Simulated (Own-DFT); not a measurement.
# Two functionals across a range of volumes: D0_22 TiAl3, 40 atoms (Al30Ti10)

No measurement is shown. These are fixed-geometry runs of a retired plane-wave code named Own-DFT, which no person has reviewed; spin and spin-orbit coupling are neglected.

Caveats: forces on such cells failed a check on a denser k mesh; stress not checked against mesh or cutoff.

Each geometry was run with PBE and with PBEsol, otherwise alike: PseudoDojo norm-conserving scalar-relativistic files made for PBE; cutoff 42 hartree; 4 x 4 x 4 k mesh centred on Gamma; cold (Marzari-Vanderbilt) smearing of 0.2 eV. Unstrained cell vectors in Å: (-2.365, -6.981, 4.326); (-7.667, 3.491, 1.442); (-2.950, -3.488, -7.241). Each has a uniform strain, of which the change of volume is shown, and random moves of rms u per axis.

| run | volume change (%) | u (Å) | P with PBE (GPa) | P with PBEsol (GPa) |
|---|---|---|---|---|
| 1 | 1.63 | 0.0454 | 0.72 | -1.15 |
| 2 | -2.42 | 0.0566 | 6.15 | 4.18 |
| 3 | 0.93 | 0.0495 | 1.80 | -0.09 |
| 4 | 3.34 | 0.0505 | -0.85 | -2.67 |
| 5 | -4.20 | 0.0453 | 8.15 | 6.13 |
| 6 | -1.71 | 0.0593 | 5.49 | 3.54 |
| 7 | -0.83 | 0.0480 | 3.90 | 1.97 |
| 8 | -0.47 | 0.0480 | 3.31 | 1.39 |
| 9 | -1.81 | 0.0476 | 5.09 | 3.13 |
| 10 | -0.26 | 0.0506 | 3.53 | ? |

Question: by how much does PBEsol shrink this cell, and what belongs in the blank?

## Working it out

Write v for the change of volume as a fraction. Fitted to v and u², the PBE pressure has a slope of -122 ± 2 GPa in v, with the ions held to the strained lattice. The difference PBEsol less PBE is -1.91 + 2.6 v GPa (slope ± 0.1) and averages -1.92 GPa. Divided by the mean slope of the two, 121 GPa, that makes PBEsol's volume at a given pressure, near 3 GPa, about 1.6 % smaller, or 0.53 % in lengths. At one volume PBEsol's slope is the smaller by 3 GPa, but its pressure there is lower too. If stiffness rises by about 4 GPa for each GPa, PBEsol at equal pressure is stiffer by about 5 GPa. Files made for PBEsol would give a different shift.

For run 10 the line gives 1.62 GPa. The run itself gave 1.62 GPa.
